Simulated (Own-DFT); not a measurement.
# Computed records: GaP (zincblende, strongly disordered by large displacements), InAs (zincblende, strongly disordered by large displacements)

Computed with Own-DFT development build. A calculation, not a measurement: plane-wave PBE density functional theory by an unreviewed code, no spin, of a simulated periodic cell, stress positive in tension, free energy of the whole cell less one offset for each atom, forces on such cells passed a denser k mesh, this cell's mesh not checked; broken bonds can close the gap or carry spin, so checks made on this kind of crystal may not hold here; offsets are fitted by least squares, one for each functional and potential file, so energies compare only between cells with the same atoms and settings and are not formation energies; the far tail of each file's local potential was reset to the Coulomb form; each entry is a single point on an unrelaxed cell, so the pressure reflects the starting lattice, mostly measured values (interpolated for alloys), from which strain is counted, and rises with the displacements; printed positions are rounded, which can move forces by about a meV/angstrom; the program, named Own-DFT, is a retired in-house code; no spin-orbit coupling.

Common to all runs: functional PBE; potential files PseudoDojo norm-conserving, scalar-relativistic, standard set; wave cutoff 42 hartree; occupations Fermi-Dirac; smearing width 0.1 eV; k mesh 3 x 3 x 3 centred on Gamma.

(1) 
```cif
# cell vector a (Å): 10.9010 0.0000 0.0000
# cell vector b (Å): 0.0000 10.9010 0.0000
# cell vector c (Å): 0.0000 0.0000 10.9010
data_GaP
_symmetry_space_group_name_H-M 'P 1'
_symmetry_Int_Tables_number 1
_cell_length_a 10.9010
_cell_length_b 10.9010
_cell_length_c 10.9010
_cell_angle_alpha 90.000
_cell_angle_beta 90.000
_cell_angle_gamma 90.000
_cell_volume 1295.39
loop_
_atom_site_label
_atom_site_type_symbol
_atom_site_fract_x
_atom_site_fract_y
_atom_site_fract_z
_atom_site_occupancy
Ga1 Ga 0.97173 0.99143 0.98449 1
Ga2 Ga 0.02600 0.23256 0.28217 1
Ga3 Ga 0.24059 0.99284 0.23582 1
Ga4 Ga 0.26620 0.22510 0.04604 1
P1 P 0.14938 0.11996 0.13771 1
P2 P 0.13256 0.39829 0.39719 1
P3 P 0.36136 0.08127 0.39262 1
P4 P 0.35471 0.39963 0.01999 1
Ga5 Ga 0.01358 0.00484 0.50301 1
Ga6 Ga 0.96329 0.21169 0.73052 1
Ga7 Ga 0.22889 0.92660 0.71915 1
Ga8 Ga 0.31520 0.24137 0.46571 1
P5 P 0.08296 0.09420 0.66953 1
P6 P 0.09740 0.37397 0.80837 1
P7 P 0.42957 0.13797 0.84056 1
P8 P 0.40330 0.36048 0.58835 1
Ga9 Ga 0.95417 0.50216 0.93846 1
Ga10 Ga 0.02624 0.76104 0.18681 1
Ga11 Ga 0.24497 0.50628 0.30336 1
Ga12 Ga 0.27971 0.76176 0.98660 1
P9 P 0.16182 0.62936 0.06268 1
P10 P 0.08779 0.89827 0.32990 1
P11 P 0.38118 0.63013 0.39798 1
P12 P 0.40290 0.84234 0.14245 1
Ga13 Ga 0.99872 0.51792 0.48798 1
Ga14 Ga 0.00546 0.78039 0.76803 1
Ga15 Ga 0.30271 0.53942 0.71772 1
Ga16 Ga 0.26234 0.74770 0.50129 1
P13 P 0.12083 0.63601 0.63238 1
P14 P 0.16715 0.86868 0.88021 1
P15 P 0.41363 0.59632 0.87319 1
P16 P 0.37639 0.87337 0.56691 1
Ga17 Ga 0.53051 0.03948 0.01591 1
Ga18 Ga 0.54266 0.23940 0.22614 1
Ga19 Ga 0.77614 0.00134 0.22561 1
Ga20 Ga 0.75708 0.22668 0.98654 1
P17 P 0.65050 0.09721 0.13545 1
P18 P 0.65033 0.34546 0.36033 1
P19 P 0.84091 0.06259 0.38407 1
P20 P 0.86147 0.41759 0.13269 1
Ga21 Ga 0.56889 0.99070 0.48537 1
Ga22 Ga 0.49414 0.24878 0.69960 1
Ga23 Ga 0.77234 0.99147 0.69328 1
Ga24 Ga 0.69817 0.26942 0.53240 1
P21 P 0.57968 0.06636 0.65048 1
P22 P 0.62363 0.38652 0.84837 1
P23 P 0.85737 0.14371 0.85942 1
P24 P 0.89324 0.42708 0.65604 1
Ga25 Ga 0.56776 0.46862 0.00083 1
Ga26 Ga 0.46826 0.71570 0.25555 1
Ga27 Ga 0.78634 0.57992 0.25647 1
Ga28 Ga 0.69434 0.72543 0.99649 1
P25 P 0.60515 0.61142 0.10420 1
P26 P 0.54652 0.86977 0.35394 1
P27 P 0.90422 0.67226 0.39975 1
P28 P 0.86108 0.83283 0.16086 1
Ga29 Ga 0.54075 0.48277 0.48998 1
Ga30 Ga 0.51074 0.72230 0.78484 1
Ga31 Ga 0.74841 0.49026 0.74626 1
Ga32 Ga 0.74279 0.76227 0.48404 1
P29 P 0.62955 0.66831 0.66116 1
P30 P 0.61174 0.86403 0.88194 1
P31 P 0.90646 0.65595 0.85644 1
P32 P 0.91684 0.86122 0.63124 1
_calc_hardware 'one NVIDIA H100'
_calc_free_energy_of_cell_above_offsets '29.624'  # eV
_calc_pressure 16.97  # GPa
_calc_stress_xx -14.37  # GPa
_calc_stress_yy -18.14  # GPa
_calc_stress_zz -18.41  # GPa
_calc_stress_yz 1.31  # GPa
_calc_stress_xz 1.72  # GPa
_calc_stress_xy -0.94  # GPa
_calc_wall_time 596.8  # s
```

Force:
```tsv
element	x (eV/Å)	y (eV/Å)	z (eV/Å)
Ga	0.653	-0.319	0.568
Ga	-1.238	0.679	-0.221
Ga	3.876	-3.693	2.242
Ga	3.567	2.135	-2.927
P	-6.302	0.295	-1.281
P	-2.194	-5.288	1.854
P	1.864	-3.262	-1.947
P	0.215	0.847	0.986
Ga	-0.507	-0.771	-1.596
Ga	-0.236	7.664	-1.811
Ga	2.72	2.866	-4.867
Ga	-3.138	2.77	-0.01
P	6.133	-3.491	-2.749
P	-0.597	1.15	0.321
P	-2.272	-3.065	3.816
P	-2.646	5.361	-0.457
Ga	2.98	-5.357	3.724
Ga	5.39	-2.95	0.281
Ga	2.711	3.24	-4.511
Ga	4.116	-1.202	1.131
P	-2.886	-2.921	3.155
P	1.068	-0.818	1.886
P	0.294	-4.676	1.391
P	-3.043	6.205	-4.454
Ga	-0.234	-0.108	2.188
Ga	5.402	0.081	1.469
Ga	-2.109	-1.548	-1.349
Ga	-5.528	-2.059	-0.812
P	1.293	0.181	-0.63
P	-4.299	1.474	2.758
P	-3.26	-2.235	3.791
P	2.421	4.026	3.354
Ga	-5.006	-3.638	-5.631
Ga	-2.72	1.054	0.514
Ga	1.483	-4.037	-0.656
Ga	-3.237	4.211	4.048
P	1.652	4.331	0.318
P	0.384	2.571	-1.829
P	1.872	3.64	5.547
P	0.988	-1.501	-1.144
Ga	-0.181	1.807	-1.164
Ga	3.731	0.121	2.426
Ga	-0.755	0.425	1.96
Ga	1.652	-1.572	2.3
P	1.178	1.586	4.315
P	0.685	-5.048	-2.729
P	-0.99	-5.826	0.754
P	5.093	-4.019	-2.937
Ga	-3.621	-2.904	1.075
Ga	2.762	-3.446	-0.779
Ga	-0.812	-1.217	-1.387
Ga	5.504	3.665	-2.468
P	-1.1	0.609	8.49
P	2.793	-2.322	-3.077
P	0.287	0.326	-1.572
P	-5.724	0.723	-3.72
Ga	0.278	1.671	-0.126
Ga	-2.093	5.005	0.205
Ga	-2.436	4.659	0.947
Ga	-1.591	0.958	1.51
P	4.846	-3.475	-6.309
P	0.845	3.598	-0.436
P	-6.596	0.837	1.255
P	-3.384	1.995	-4.991
```

(2) 
```cif
# cell vector a (Å): 12.1166 0.0000 0.0000
# cell vector b (Å): 0.0000 12.1166 0.0000
# cell vector c (Å): 0.0000 0.0000 12.1166
data_InAs
_symmetry_space_group_name_H-M 'P 1'
_symmetry_Int_Tables_number 1
_cell_length_a 12.1166
_cell_length_b 12.1166
_cell_length_c 12.1166
_cell_angle_alpha 90.000
_cell_angle_beta 90.000
_cell_angle_gamma 90.000
_cell_volume 1778.86
loop_
_atom_site_label
_atom_site_type_symbol
_atom_site_fract_x
_atom_site_fract_y
_atom_site_fract_z
_atom_site_occupancy
In1 In 0.99407 0.98689 0.00253 1
In2 In 0.00219 0.25614 0.25482 1
In3 In 0.27157 0.98984 0.27001 1
In4 In 0.26885 0.23849 0.99190 1
As1 As 0.13803 0.12844 0.13578 1
As2 As 0.15474 0.37922 0.39906 1
As3 As 0.35731 0.12131 0.37747 1
As4 As 0.37233 0.38427 0.16033 1
In5 In 0.99116 0.98007 0.50630 1
In6 In 0.01717 0.25805 0.72507 1
In7 In 0.25292 0.00593 0.77077 1
In8 In 0.24237 0.24438 0.48346 1
As5 As 0.10130 0.13118 0.62604 1
As6 As 0.14283 0.36579 0.85526 1
As7 As 0.40000 0.13653 0.88701 1
As8 As 0.35155 0.36969 0.61057 1
In9 In 0.02196 0.49288 0.97966 1
In10 In 0.00981 0.73848 0.23768 1
In11 In 0.28098 0.50271 0.27946 1
In12 In 0.22616 0.78302 0.98097 1
As9 As 0.10250 0.64483 0.10887 1
As10 As 0.12289 0.88267 0.39434 1
As11 As 0.38353 0.64283 0.37134 1
As12 As 0.38229 0.86736 0.14072 1
In13 In 0.01258 0.51970 0.49877 1
In14 In 0.00859 0.76170 0.76624 1
In15 In 0.26342 0.49213 0.75850 1
In16 In 0.23461 0.73682 0.49393 1
As13 As 0.15968 0.63069 0.64564 1
As14 As 0.12231 0.87607 0.86846 1
As15 As 0.37282 0.60198 0.85309 1
As16 As 0.38425 0.82993 0.64815 1
In17 In 0.48470 0.01132 0.01468 1
In18 In 0.48448 0.24590 0.25444 1
In19 In 0.74325 0.03445 0.23003 1
In20 In 0.72864 0.22216 0.01431 1
As17 As 0.63274 0.09954 0.10611 1
As18 As 0.61962 0.35100 0.37233 1
As19 As 0.84362 0.13708 0.37705 1
As20 As 0.86944 0.39525 0.11964 1
In21 In 0.52230 0.98290 0.50498 1
In22 In 0.48498 0.27438 0.72933 1
In23 In 0.74910 0.98396 0.72502 1
In24 In 0.73670 0.25407 0.46710 1
As21 As 0.62771 0.14807 0.58866 1
As22 As 0.60041 0.35958 0.90921 1
As23 As 0.86684 0.10984 0.87173 1
As24 As 0.86190 0.36594 0.62192 1
In25 In 0.49095 0.49275 0.01584 1
In26 In 0.52366 0.75236 0.26477 1
In27 In 0.73800 0.49581 0.23253 1
In28 In 0.75305 0.73373 0.03090 1
As25 As 0.62636 0.63359 0.12215 1
As26 As 0.61892 0.89234 0.38069 1
As27 As 0.89786 0.62893 0.37352 1
As28 As 0.87496 0.87581 0.11793 1
In29 In 0.51051 0.48099 0.49135 1
In30 In 0.50757 0.75410 0.75781 1
In31 In 0.76798 0.51189 0.74400 1
In32 In 0.76436 0.72926 0.49936 1
As29 As 0.60663 0.61549 0.64554 1
As30 As 0.63694 0.87399 0.86928 1
As31 As 0.86003 0.62721 0.86422 1
As32 As 0.86008 0.87806 0.61355 1
_calc_hardware 'one NVIDIA H200'
_calc_free_energy_of_cell_above_offsets '-1.059'  # eV
_calc_pressure 9.45  # GPa
_calc_stress_xx -9.28  # GPa
_calc_stress_yy -9.71  # GPa
_calc_stress_zz -9.36  # GPa
_calc_stress_yz -0.8  # GPa
_calc_stress_xz 0.1  # GPa
_calc_stress_xy 1.78  # GPa
_calc_wall_time 1138  # s
```

Force:
```tsv
element	x (eV/Å)	y (eV/Å)	z (eV/Å)
In	0.943	2.142	-0.615
In	-0.239	0.541	0.041
In	-2.503	-1.464	-1.937
In	-2.028	1.591	2.029
As	-0.382	-0.845	-0.499
As	-4.543	4.28	-3.333
As	3.525	0.534	1.6
As	0.371	-1.417	-3.851
In	-0.343	2.704	-0.186
In	-3.92	2.996	3.463
In	0.988	0.447	-1.538
In	1.012	-4.062	3.625
As	3.869	-4.624	-3.25
As	-0.802	-0.989	1.737
As	-0.028	-0.21	-3.124
As	0.547	0.816	-0.689
In	-1.344	0.379	0.049
In	-2.131	3.669	3.029
In	-3.004	0.839	0.199
In	4.761	-4.676	4.884
As	3.939	-2.806	-2.948
As	0.869	-1.089	-2.395
As	0.911	0.225	1.73
As	-0.483	-0.435	-1.373
In	0.846	-1.471	2.022
In	-2.472	-2.523	-2.768
In	-1.958	-2.453	-3.002
In	1.387	1.02	-0.047
As	-2.991	-0.177	0.144
As	-2.178	5.212	-1.899
As	3.675	4.214	4.738
As	-4.459	4.584	-4.317
In	-0.319	-3.316	-0.536
In	0.602	-1.876	-0.186
In	3.781	-4.159	4.562
In	4.216	4.748	-3.726
As	-6.209	0.351	0.626
As	-3.048	4.804	-4.167
As	5.647	-3.643	-2.393
As	1.443	-2.259	-1.127
In	-4.4	2.546	4.174
In	1.966	-0.962	0.942
In	-2.129	3.265	2.222
In	2.95	1.389	5.146
As	-1.786	-1.936	3.709
As	1.216	-0.328	-2.107
As	0.389	0.849	-0.424
As	0.553	0.638	-0.845
In	-1.015	1.067	-0.151
In	-0.212	0.248	-0.712
In	-0.114	0.259	2.015
In	2.545	2.569	-3.866
As	-3.547	-2.332	1.901
As	4.652	-2.733	-3.788
As	-1.84	-0.574	-1.13
As	-0.569	-0.273	2.493
In	-1.047	1.321	1.045
In	2.759	-1.832	3.98
In	-2.273	-2.459	-1.571
In	-1.762	0.088	0.314
As	1.508	-1.141	-2.211
As	-0.389	0.024	1.653
As	2.732	1.854	2.81
As	1.864	-3.153	-0.168
```

(3) 
```cif
# cell vector a (Å): 12.1166 0.0000 0.0000
# cell vector b (Å): 0.0000 12.1166 0.0000
# cell vector c (Å): 0.0000 0.0000 12.1166
data_InAs
_symmetry_space_group_name_H-M 'P 1'
_symmetry_Int_Tables_number 1
_cell_length_a 12.1166
_cell_length_b 12.1166
_cell_length_c 12.1166
_cell_angle_alpha 90.000
_cell_angle_beta 90.000
_cell_angle_gamma 90.000
_cell_volume 1778.86
loop_
_atom_site_label
_atom_site_type_symbol
_atom_site_fract_x
_atom_site_fract_y
_atom_site_fract_z
_atom_site_occupancy
In1 In 0.99036 0.97324 0.03239 1
In2 In 0.01603 0.24802 0.27140 1
In3 In 0.26751 0.02876 0.25009 1
In4 In 0.25047 0.28157 0.98146 1
As1 As 0.12589 0.13362 0.14769 1
As2 As 0.12068 0.39297 0.37447 1
As3 As 0.36717 0.11557 0.38798 1
As4 As 0.38996 0.40331 0.11684 1
In5 In 0.02145 0.01944 0.50386 1
In6 In 0.00233 0.26585 0.73271 1
In7 In 0.23736 0.00168 0.75078 1
In8 In 0.22704 0.26406 0.52351 1
As5 As 0.11869 0.15215 0.60539 1
As6 As 0.11473 0.37394 0.91814 1
As7 As 0.39400 0.14129 0.85897 1
As8 As 0.33950 0.38185 0.62067 1
In9 In 0.98287 0.50134 0.97604 1
In10 In 0.00181 0.76139 0.25118 1
In11 In 0.23541 0.52918 0.24328 1
In12 In 0.26006 0.73691 0.02964 1
As9 As 0.13011 0.63915 0.12159 1
As10 As 0.11247 0.89708 0.36709 1
As11 As 0.37762 0.62187 0.34881 1
As12 As 0.37532 0.86040 0.10936 1
In13 In 0.02101 0.48784 0.49730 1
In14 In 0.99788 0.76057 0.77595 1
In15 In 0.27198 0.49714 0.75137 1
In16 In 0.23568 0.76988 0.50487 1
As13 As 0.13084 0.63968 0.60813 1
As14 As 0.13813 0.84594 0.87386 1
As15 As 0.35853 0.63682 0.85363 1
As16 As 0.38126 0.88850 0.61386 1
In17 In 0.49393 0.99523 0.00234 1
In18 In 0.48356 0.25685 0.23263 1
In19 In 0.76584 0.01710 0.26644 1
In20 In 0.78646 0.24661 0.02654 1
As17 As 0.64999 0.11384 0.12058 1
As18 As 0.61404 0.37761 0.38561 1
As19 As 0.87265 0.13774 0.37037 1
As20 As 0.89656 0.36015 0.12991 1
In21 In 0.49322 0.99998 0.52378 1
In22 In 0.53387 0.24785 0.74214 1
In23 In 0.73770 0.02465 0.75966 1
In24 In 0.72803 0.27329 0.50042 1
As21 As 0.61450 0.11553 0.63088 1
As22 As 0.60488 0.36132 0.87372 1
As23 As 0.86096 0.09689 0.88702 1
As24 As 0.86666 0.36948 0.62702 1
In25 In 0.50929 0.51122 0.00674 1
In26 In 0.52455 0.74475 0.25490 1
In27 In 0.76757 0.50168 0.24659 1
In28 In 0.76313 0.75501 0.97739 1
As25 As 0.63193 0.61574 0.13790 1
As26 As 0.64921 0.87417 0.34827 1
As27 As 0.85356 0.64485 0.35418 1
As28 As 0.87984 0.87762 0.14301 1
In29 In 0.49218 0.50773 0.48802 1
In30 In 0.47224 0.77620 0.77948 1
In31 In 0.76781 0.48311 0.76951 1
In32 In 0.71438 0.74429 0.50035 1
As29 As 0.61233 0.62864 0.63822 1
As30 As 0.63733 0.87447 0.86230 1
As31 As 0.87528 0.62406 0.85046 1
As32 As 0.85830 0.88701 0.65194 1
_calc_hardware 'one NVIDIA H200'
_calc_free_energy_of_cell_above_offsets '-1.701'  # eV
_calc_pressure 9.22  # GPa
_calc_stress_xx -9.57  # GPa
_calc_stress_yy -9.99  # GPa
_calc_stress_zz -8.11  # GPa
_calc_stress_yz -0.94  # GPa
_calc_stress_xz -1.03  # GPa
_calc_stress_xy -2.97  # GPa
_calc_wall_time 1144  # s
```

Force:
```tsv
element	x (eV/Å)	y (eV/Å)	z (eV/Å)
In	3.965	3.297	-3.969
In	-0.534	0.451	-0.036
In	-1.25	-3.032	-1.739
In	6.486	-4.849	3.476
As	0.452	-0.395	-3.022
As	3.261	-2.261	-2.893
As	1.878	2.752	1.945
As	-3.26	-1.482	1.168
In	-3.515	-1.951	-0.548
In	0.119	-1.014	2.888
In	0.589	0.641	-0.001
In	3.542	2.569	-5.998
As	-2.549	-4.396	5.332
As	-3.659	2.13	-5.829
As	-1.882	-0.842	1.108
As	5.2	-0.491	-0.971
In	-0.907	1.529	2.537
In	0.644	-1.378	0.864
In	0.827	-2.647	0.497
In	0.347	-0.304	-4.478
As	-5.173	-1.455	0.156
As	1.797	-0.413	-0.164
As	0.385	1.723	2.046
As	2.61	3.006	3.307
In	-3.793	3.604	2.947
In	-0.784	0.219	-3.924
In	-3.598	0.854	1.09
In	1.346	0.874	-2.172
As	-1.559	-1.773	2.546
As	1.799	2.515	2.365
As	0.368	-0.349	3.803
As	-3.954	-3.589	3.319
In	1.078	0.605	-0.801
In	1.252	-1.278	1.053
In	-0.865	-1	-1.883
In	-2.625	-2.08	-2.861
As	-2.161	0.561	0.087
As	-0.923	0.886	-3.119
As	0.935	1.595	3.319
As	1.384	3.404	1.648
In	2.72	2.002	-4.793
In	-3.463	0.701	-1.273
In	-0.283	-1.378	-1.239
In	1.56	-2.801	0.992
As	2.166	0.424	-2.59
As	3.105	2.829	3.106
As	3.229	2.332	1.771
As	0.314	1.208	-1.265
In	0.722	1.312	-2.641
In	-1.849	0.529	-0.736
In	-0.433	-2.248	-0.2
In	-0.362	-0.401	2.087
As	1.206	0.614	-2.161
As	-1.385	0.641	2.214
As	1.606	0.235	2.184
As	-4.316	-2.359	1.027
In	-0.586	0.566	1.543
In	1.803	0.751	-2.098
In	-3.372	-1.189	-1.16
In	1.473	0.477	0.529
As	-0.674	-0.793	0.658
As	-1.425	0.28	0.925
As	-0.039	0.591	1.673
As	1.005	-0.563	-1.649
```
